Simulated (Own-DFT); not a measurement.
Simulation results for AlN (wurtzite, atoms displaced)

A calculation, not a measurement: plane-wave PBE density functional theory by an unreviewed code, no spin, of a simulated periodic cell, stress positive in tension, free energy of the whole cell less one offset for each atom, forces on such cells passed a denser k mesh, this cell's mesh not checked; offsets are fitted by least squares, one for each functional and potential file, so energies compare only between cells with the same atoms and settings and are not formation energies; the far tail of each file's local potential was reset to the Coulomb form; each entry is a single point on an unrelaxed cell, so the pressure reflects the starting lattice, mostly measured values (interpolated for alloys), from which strain is counted, and rises with the displacements; printed positions are rounded, which can move forces by about a meV/angstrom; the program, named Own-DFT, is a retired in-house code; no spin-orbit coupling. Program: Own-DFT development build.

Common to all runs: functional PBE; potential files PseudoDojo norm-conserving, scalar-relativistic, standard set; wave cutoff 42 hartree; occupations Fermi-Dirac; smearing width 0.1 eV; hardware one NVIDIA H100; k mesh 2 x 2 x 2 centred on Gamma.

(1) AlN (wurtzite, atoms displaced)

```xyz
128
Lattice="12.4480 0.0000 0.0000 -6.2240 10.7803 0.0000 0.0000 0.0000 9.9640" Properties=species:S:1:pos:R:3 AlN
Al     0.0300     1.9206     0.0535
Al     1.4533     1.0076     2.2596
N     -0.0196     1.7660     1.8123
N      1.5614     1.0562     4.3427
Al     0.0748     1.6832     5.1155
Al     1.4689     0.8871     7.6001
N      0.0589     1.7472     6.8584
N      1.4597     0.9624     9.2500
Al    -1.6992     4.4682     0.0074
Al     0.0620     3.6863     2.4965
N     -1.4710     4.6153     1.7551
N      0.1469     3.7526     4.5207
Al    -1.4515     4.3363     4.8769
Al    -0.0699     3.6928     7.5615
N     -1.5060     4.5501     6.9064
N     -0.0814     3.4159     9.3638
Al    -3.2702     7.1648     9.7732
Al    -1.4397     6.4039     2.3333
N     -3.0317     7.1992     2.0287
N     -1.5116     6.3087     4.3082
Al    -3.2069     7.0918     4.9770
Al    -1.5634     6.4475     7.5524
N     -3.0301     7.1604     6.7602
N     -1.6627     6.1939     9.3015
Al    -4.7818     9.6660     0.1359
Al    -2.9407     9.1176     2.5083
N     -4.7190     9.6874     1.9652
N     -3.0807     8.9759     4.3838
Al    -4.6922     9.7855     5.0602
Al    -2.9311     9.0699     7.3484
N     -4.7662     9.9545     6.8713
N     -3.2313     9.0206     9.2665
Al     3.0364     1.8687     9.7538
Al     4.7127     0.8202     2.4706
N      3.1390     1.7697     1.8028
N      4.5814     0.9993     4.3050
Al     3.1478     1.8242     4.8995
Al     4.8583     1.1161     7.3474
N      2.9759     1.7727     6.9507
N      4.6341     0.8215     9.4019
Al     1.5318     4.4344     0.0302
Al     3.1280     3.5280     2.4881
N      1.7608     4.4143     1.7360
N      3.2593     3.7593     4.4604
Al     1.5542     4.4116     4.7857
Al     3.0775     3.6628     7.4792
N      1.4945     4.4145     6.9395
N      3.1195     3.6216     9.3736
Al     0.0925     7.2768     0.1562
Al     1.6169     6.4229     2.4198
N      0.0710     7.1599     1.9310
N      1.5518     6.3413     4.2998
Al     0.0206     7.1993     4.9854
Al     1.4493     6.3244     7.4776
N     -0.0546     7.0754     6.9653
N      1.4503     6.3982     9.4482
Al    -1.5028     9.8538     0.0698
Al    -0.0889     9.1479     2.4443
N     -1.5797     9.9236     1.9482
N     -0.0219     8.9280     4.3533
Al    -1.3781     9.6505     4.9304
Al    -0.1082     8.9865     7.4943
N     -1.5149     9.7355     6.8996
N      0.0188     9.0682     9.2881
Al     6.2150     1.6792     0.1048
Al     7.7898     0.9505     2.5904
N      6.1181     1.9285     1.9197
N      7.6364     0.9027     4.5231
Al     6.2732     1.8327     4.7965
Al     7.7937     0.7756     7.3733
N      6.2447     1.8606     6.8953
N      7.8353     0.7743     9.3156
Al     4.6840     4.5137     0.0877
Al     6.4394     3.7005     2.4684
N      4.6711     4.6066     1.8458
N      6.1840     3.7196     4.2846
Al     4.5547     4.5500     4.9131
Al     6.2929     3.4726     7.3628
N      4.6337     4.3723     6.8763
N      6.0893     3.6153     9.3854
Al     3.1481     7.0220     0.0410
Al     4.6341     6.1352     2.3755
N      3.0522     7.2661     1.9060
N      4.6781     6.2144     4.4205
Al     3.1049     7.1848     4.9209
Al     4.5864     6.2880     7.3565
N      2.9402     7.3097     7.0095
N      4.5778     6.3091     9.3628
Al     1.6303     9.9410     9.8719
Al     3.1706     9.0240     2.5207
N      1.6558     9.8431     1.9408
N      3.1352     8.9670     4.4126
Al     1.7173     9.6886     4.9790
Al     3.1343     8.8707     7.5129
N      1.7619     9.8995     6.9910
N      3.1189     8.8789     9.2326
Al     9.4488     1.8136     0.1346
Al    11.0568     1.0715     2.4766
N      9.2987     1.9428     1.9864
N     10.9846     0.6544     4.4951
Al     9.2277     1.6853     5.1193
Al    10.8661     0.9502     7.5050
N      9.5231     1.8983     6.8669
N     10.9518     1.0141     9.3290
Al     7.8031     4.3891     9.9597
Al     9.3170     3.5108     2.5473
N      7.8337     4.5373     1.9375
N      9.2838     3.5610     4.3924
Al     7.8090     4.5203     5.0231
Al     9.2921     3.6621     7.4250
N      7.8038     4.6441     6.9060
N      9.3628     3.6034     9.4917
Al     6.2770     7.1294     9.9262
Al     7.7937     6.2698     2.4083
N      6.3256     7.1778     1.8847
N      7.9318     6.1885     4.3242
Al     6.2484     7.2055     5.1428
Al     7.7566     6.3005     7.5031
N      6.1222     7.2868     7.0480
N      7.7805     6.2525     9.3493
Al     4.7329     9.9810     0.1282
Al     6.3670     9.0335     2.2077
N      4.4840     9.8545     2.0189
N      6.2489     9.0103     4.3383
Al     4.6716     9.9302     4.8032
Al     6.1179     9.0460     7.4008
N      4.5077     9.9542     6.9006
N      6.1666     8.8767     9.5228
```

It finds free energy of cell above offsets -25.008 eV; pressure 12.16 GPa; stress xx -15.88 GPa; stress yy -12.57 GPa; stress zz -8.03 GPa; stress yz -0.18 GPa; stress xz 1.24 GPa; stress xy -1.9 GPa; wall time 408.8 s.

Force:
```tsv
element	x (eV/Å)	y (eV/Å)	z (eV/Å)
Al	-0.099	-5.104	-2.096
Al	4.524	-2.608	3.379
N	0.635	3.577	0.476
N	0.387	-1.703	-1.882
Al	-0.635	0.651	-1.267
Al	0.73	-0.262	-5.283
N	-2.129	1.393	2.049
N	0.246	-1.018	7.347
Al	3.929	1.452	-1.202
Al	0.082	0.663	-0.631
N	0.116	-2.193	3.489
N	-6.281	-6.446	-4.717
Al	-2.788	3.971	2.316
Al	0.849	-2.082	-1.359
N	-2.094	-0.054	-0.827
N	0.203	7.086	-0.182
Al	4.225	1.575	2.531
Al	-2.634	-2.055	2.905
N	-1.104	1.576	-2.747
N	0.032	-0.872	0.313
Al	4.33	1.482	-1.719
Al	-0.996	-3.598	-1.598
N	-2.348	1.403	2.437
N	0.329	2.022	2.442
Al	2.554	2.515	-2.898
Al	-5.803	-4.613	1.849
N	10.11	7.459	-2.471
N	0.25	0.314	0.699
Al	0.774	1.916	-1.852
Al	-7.594	-2.499	1.979
N	1.183	-1.651	0.625
N	1.536	-0.706	1.062
Al	1.148	-1.927	1.155
Al	-1.87	4.18	0.231
N	-0.635	-0.315	-0.002
N	3.425	-2.235	0.707
Al	-1.997	0.808	2.169
Al	-7.691	-4.308	2.894
N	3.258	0.575	-1.026
N	0.893	1.023	-0.782
Al	-0.65	0.919	-3.886
Al	2.184	0.018	-0.116
N	-2.858	1.257	4.603
N	-7.682	-5.754	-4.152
Al	6.976	5.152	4.265
Al	-0.72	-1.561	0.07
N	0.743	2.339	-0.866
N	-0.16	1.092	-0.256
Al	-2.094	0.224	-2.967
Al	-0.521	-2.469	1.172
N	0.115	3.444	-0.365
N	0.496	-0.772	0.654
Al	-1.164	-2.524	0.04
Al	1.421	-2.003	1.292
N	0.941	3.966	-2.373
N	1.845	-2.997	-0.766
Al	-1.916	0.252	-2.654
Al	4.237	-3.174	0.997
N	2.426	0.675	-2.47
N	5.256	-0.586	-1.53
Al	-6.46	4.091	2.742
Al	4.457	-1.815	0.117
N	3.206	5.328	-3.812
N	-0.342	-0.984	3.164
Al	-0.221	1.283	-2.407
Al	-0.257	-0.922	-0.928
N	2.423	-1.783	1.011
N	4.445	-3.126	-1.648
Al	-5.072	2.9	1.378
Al	0.845	3.348	1.829
N	5.071	-1.97	-3.608
N	-0.196	4.973	0.371
Al	-1.341	0.085	-2.86
Al	-4.779	-0.901	0.392
N	0.57	-6.648	0.561
N	1.28	-1.294	1.882
Al	7.249	1.172	3.599
Al	-1.312	5.865	2.689
N	1.508	1.909	-0.914
N	3.397	-1.784	-0.574
Al	-2.475	3.76	-0.572
Al	0.771	7.88	3.13
N	2.983	-0.551	-0.262
N	0.244	3.556	-0.386
Al	0.24	-0.77	0.952
Al	-0.957	-0.88	1.908
N	1.355	-6.281	-4.22
N	3.23	-1.922	-0.822
Al	0.977	-4.267	0.927
Al	-3.882	-3.43	1.089
N	-2.83	2.292	-0.429
N	2.038	-1.276	-1.597
Al	-4.192	2.785	2.19
Al	1.243	4.657	0.048
N	-3.929	-2.263	-3.421
N	0.472	1.113	5.584
Al	-1.493	-0.394	-2.29
Al	-5.296	-4.06	3.18
N	1.058	-5.331	-1.027
N	-0.624	13.58	-4.007
Al	2.273	1.008	-1.971
Al	2.249	-1.186	-0.685
N	-4.088	0.205	0.623
N	-0.474	-1.486	2.846
Al	-1.709	0.95	0.092
Al	0.874	6.208	0.695
N	2.148	-0.552	-2.196
N	1.206	-1.522	0.686
Al	-0.653	-0.161	-0.917
Al	2.491	0.41	0.826
N	-0.997	-3.365	-0.65
N	-2.912	-2.408	-2.336
Al	-2.373	-1.049	0.642
Al	1.771	1.726	1.677
N	-2.036	-0.534	-0.794
N	-4.096	0.393	0.359
Al	-0.182	0.015	-2.942
Al	0.443	2.282	-0.388
N	1.228	-2.024	-1.642
N	-1.854	-1.859	-0.319
Al	-2.325	-1.408	-2.116
Al	-11.3	-6.235	5.486
N	7.307	4.595	-2.878
N	-0.284	-1.515	0.271
Al	0.603	-10.36	4.019
Al	-0.2	1.886	1.247
N	2.118	-0.786	-0.755
N	-0.558	1.947	-1.046
```

(2) AlN (wurtzite, atoms displaced)

```xyz
128
Lattice="12.4480 0.0000 0.0000 -6.2240 10.7803 0.0000 0.0000 0.0000 9.9640" Properties=species:S:1:pos:R:3 AlN
Al     0.2109     1.9244     9.8666
Al     1.3682     0.7301     2.5344
N     -0.1582     1.9714     1.9886
N      1.6345     0.8749     4.3619
Al    -0.0061     2.0169     4.8922
Al     1.6334     0.7956     7.4005
N      0.0956     1.9188     6.6752
N      1.4410     0.8269     9.3574
Al    -1.5631     4.2820     0.0780
Al    -0.0038     3.4404     2.6244
N     -1.5189     4.6524     1.9244
N      0.0429     3.4466     4.3166
Al    -1.5902     4.4284     5.0543
Al     0.1314     3.6825     7.3818
N     -1.4279     4.4523     6.7875
N     -0.0331     3.6223     9.4885
Al    -3.1837     7.1860     0.0600
Al    -1.6254     6.4124     2.3220
N     -3.0211     7.2188     1.9559
N     -1.5566     6.2613     4.3882
Al    -2.9793     6.9953     4.9886
Al    -1.4768     6.3135     7.4396
N     -3.0209     7.1596     6.8056
N     -1.5397     6.3909     9.2524
Al    -4.7058    10.0340     9.9003
Al    -3.1018     9.0543     2.5578
N     -4.6650    10.0484     2.0475
N     -3.1899     8.9258     4.4983
Al    -4.8716    10.0024     4.8552
Al    -3.2038     8.9484     7.5643
N     -4.6755     9.7899     6.9136
N     -3.1045     9.0607     9.3168
Al     3.2047     1.8216     9.8800
Al     4.9010     0.9386     2.5084
N      3.2782     1.8760     1.8964
N      4.5558     0.8333     4.3334
Al     3.1614     1.9231     5.0890
Al     4.8892     1.0269     7.5660
N      3.2280     1.7847     6.6864
N      4.6796     0.9626     9.5305
Al     1.4435     4.5630     0.0192
Al     3.1483     3.7133     2.5859
N      1.6418     4.5168     2.0005
N      3.2540     3.6185     4.3647
Al     1.5337     4.4698     4.9821
Al     3.2072     3.5907     7.2670
N      1.5852     4.5941     6.8121
N      3.0735     3.5206     9.2906
Al    -0.1315     7.1363     9.8830
Al     1.5519     6.3257     2.4639
N      0.1028     7.1860     1.9057
N      1.7171     6.2629     4.3697
Al    -0.0443     7.0069     5.0171
Al     1.8380     6.4225     7.3977
N      0.1144     7.2238     6.8209
N      1.3295     6.2810     9.3360
Al    -1.4965     9.8313     9.8308
Al    -0.1822     8.9972     2.4836
N     -1.4521     9.8480     1.9847
N     -0.1301     9.0343     4.3097
Al    -1.5777     9.7256     5.0925
Al     0.1057     9.0714     7.4473
N     -1.6061     9.9836     6.7368
N      0.1620     9.1034     9.4869
Al     6.2550     1.7640     0.0597
Al     7.8730     0.8564     2.3540
N      6.3380     1.8035     1.9955
N      7.7164     0.7093     4.3652
Al     6.1783     1.8605     4.9987
Al     7.6207     1.0023     7.4811
N      6.2316     1.7981     6.8366
N      7.8026     0.8800     9.4420
Al     4.6341     4.5450     0.1432
Al     5.9843     3.6590     2.5690
N      4.8377     4.3746     1.8632
N      6.0512     3.5864     4.4663
Al     4.7624     4.4687     5.0533
Al     6.1208     3.5618     7.4434
N      4.9141     4.4271     6.9438
N      6.0922     3.7993     9.3107
Al     3.1271     7.1010     0.0078
Al     4.6938     6.3036     2.5238
N      3.0066     7.2688     1.8165
N      4.7774     6.2802     4.6283
Al     2.9248     7.1525     4.9532
Al     4.6831     6.2301     7.2620
N      3.1645     7.2786     6.8349
N      4.6848     6.2402     9.4024
Al     1.5602     9.6983     0.0272
Al     3.0350     9.1032     2.3662
N      1.5685    10.1340     1.9626
N      3.1579     8.7954     4.3610
Al     1.5747     9.8018     4.9976
Al     2.9505     9.0192     7.4690
N      1.4804    10.0563     6.8755
N      3.0219     8.8617     9.3045
Al     9.1360     1.9486     9.9561
Al    10.8917     0.6937     2.4572
N      9.3452     2.1204     1.8218
N     10.8022     0.8571     4.4251
Al     9.2945     1.8032     5.0596
Al    10.8737     0.7956     7.3531
N      9.1398     1.9482     6.7920
N     10.9971     0.9150     9.3247
Al     7.6417     4.5015     0.0392
Al     9.4603     3.5945     2.5350
N      7.6274     4.4809     1.8852
N      9.4338     3.8365     4.3515
Al     7.6770     4.4342     5.0136
Al     9.4826     3.7418     7.3699
N      7.9280     4.4547     6.9874
N      9.1407     3.4596     9.2719
Al     6.1673     7.2521     0.1843
Al     7.8320     6.3916     2.4983
N      6.1536     7.0488     1.9581
N      7.6873     6.1224     4.4691
Al     6.1801     6.9176     5.0552
Al     7.7614     6.2034     7.5502
N      6.3252     7.2139     7.0070
N      7.9234     6.4655     9.4205
Al     4.5742     9.8856     0.1402
Al     6.2308     8.8866     2.3400
N      4.7763    10.0171     1.9230
N      6.2089     8.7788     4.3752
Al     4.5849     9.9260     5.0075
Al     6.3286     9.0893     7.3606
N      4.4742     9.6877     6.8114
N      6.0451     9.0233     9.4029
```

It finds free energy of cell above offsets -17.368 eV; pressure 13.12 GPa; stress xx -12.67 GPa; stress yy -15.99 GPa; stress zz -10.72 GPa; stress yz -0.24 GPa; stress xz -1.86 GPa; stress xy 1.33 GPa; wall time 429.3 s.

Force:
```tsv
element	x (eV/Å)	y (eV/Å)	z (eV/Å)
Al	-4.655	-1.6	2.166
Al	1.38	11.94	2.394
N	1.093	-8.542	-3.301
N	-1.769	2.928	0.551
Al	0.107	-12.33	2.651
Al	-0.425	1.978	-0.605
N	-0.13	-1.526	3.246
N	3.795	3.569	-2.817
Al	-2.695	1.929	0.005
Al	0.795	7.979	-2.73
N	0.164	-2.201	-0.537
N	0.021	11.16	0.802
Al	2.754	2.012	-2.63
Al	-0.872	-1.409	1.723
N	0.767	1.566	2.433
N	1.282	0.503	-3.132
Al	5.09	2.493	0.054
Al	5.582	-2.772	3.151
N	-5.006	3.091	-1.682
N	2.391	-2.239	-1.461
Al	-4.714	3.231	0.462
Al	-0.13	0.445	-0.605
N	-0.664	-0.295	2.045
N	-3.062	-1.958	1.353
Al	-0.366	-5.152	2.011
Al	0.76	0.778	1.435
N	0.309	-11.01	-5.223
N	-0.22	-0.564	-1.425
Al	2.246	-4.334	1.153
Al	2.282	-0.966	-3.867
N	2.036	3.394	-1.657
N	-0.593	-0.271	2.835
Al	-2.444	0.614	3.36
Al	-4.196	-1.228	0.761
N	-1.394	-0.198	-0.678
N	1.763	1.077	1.532
Al	0.257	-3.044	-9.237
Al	-4.98	-3.215	-0.549
N	-0.304	-0.055	9.224
N	2.015	-2.198	-3.258
Al	2.086	-0.775	0.673
Al	0.518	-3.13	-2.451
N	-1.534	0.253	-1.103
N	-1.773	1.176	2.696
Al	1.341	0.146	-1.816
Al	-0.825	-0.008	2.657
N	1.875	-0.051	0.203
N	-0.465	2.398	-0.802
Al	2.64	2.391	2.036
Al	0.35	-0.899	0.549
N	-2.903	1.302	-1.152
N	-6.781	-3.738	-1.796
Al	1.286	2.902	-1.724
Al	-6.412	-2.937	2.509
N	0.408	0.212	1.254
N	4.109	-0.13	-1.046
Al	-0.296	1.327	2.359
Al	6.57	-3.074	2.075
N	-6.147	3.228	-4.255
N	2.899	-2.644	1.577
Al	-1.722	2.065	-5.142
Al	-2.839	-0.991	0.055
N	1.023	-0.079	8.108
N	-7.409	-4.202	-3.981
Al	0.259	1.846	1.197
Al	0.234	10.39	4.359
N	0.355	1.766	-1.615
N	1.093	3.831	-0.092
Al	-0.455	-4.042	-2.163
Al	4.517	-0.398	1.231
N	-0.224	2.77	-0.237
N	-1.781	-1.099	-1.361
Al	-0.997	-1.156	-3.693
Al	11.52	-6.242	3.718
N	-10.58	7.465	-1.395
N	4.656	-1.416	-1.45
Al	-3.47	2.034	0.724
Al	8.892	-2.996	4.097
N	-9.019	4.698	-4.195
N	1.122	-3.17	0.212
Al	-1.068	0.014	-1.459
Al	-2.559	-1.281	1.407
N	2.366	-0.265	1.407
N	-7.855	-3.45	-3.505
Al	7.077	2.47	2.207
Al	1.577	2.129	2.593
N	2.001	0.052	-0.895
N	-0.702	1.038	-0.223
Al	4.926	5.11	2.494
Al	0.398	-1.444	2.532
N	0.11	-11.37	-4.052
N	-1.136	3.408	-1.243
Al	-1.248	-0.304	-1.452
Al	0.923	0.227	0.22
N	1.38	-1.669	-0.136
N	1.135	0.732	1.703
Al	3.281	-4.2	1.064
Al	-0.945	12.48	3.429
N	-0.134	-8.143	-0.776
N	1.011	1.33	-0.798
Al	-1.017	-0.416	-3.184
Al	-0.493	1.453	1.306
N	2.036	-1.217	2.271
N	-1.189	0.06	-0.088
Al	1.325	0.528	-0.442
Al	-1.632	5.555	0.91
N	1.478	1.171	1.291
N	-3.82	-3.975	0.339
Al	1.917	-0.618	0.339
Al	-1.475	-3.153	2.157
N	-3.725	0.784	-2.051
N	2.199	6.379	-1.037
Al	0.432	-0.882	-4.854
Al	-0.657	-3.475	1.335
N	2.193	2.776	-0.157
N	1.899	1.833	-1.795
Al	6.628	6.5	2.182
Al	1.463	1.474	-0.362
N	-1.412	-0.903	-1.236
N	-6.051	-3.474	-0.671
Al	0.291	1.491	-4.344
Al	0.358	1.168	3.135
N	-1.211	-9.912	-2.333
N	-0.816	2.021	-0.538
Al	0.588	-3.293	-1.277
Al	-5.898	-3.976	2.209
N	3.183	3.033	0.689
N	2.475	-0.401	0.912
```
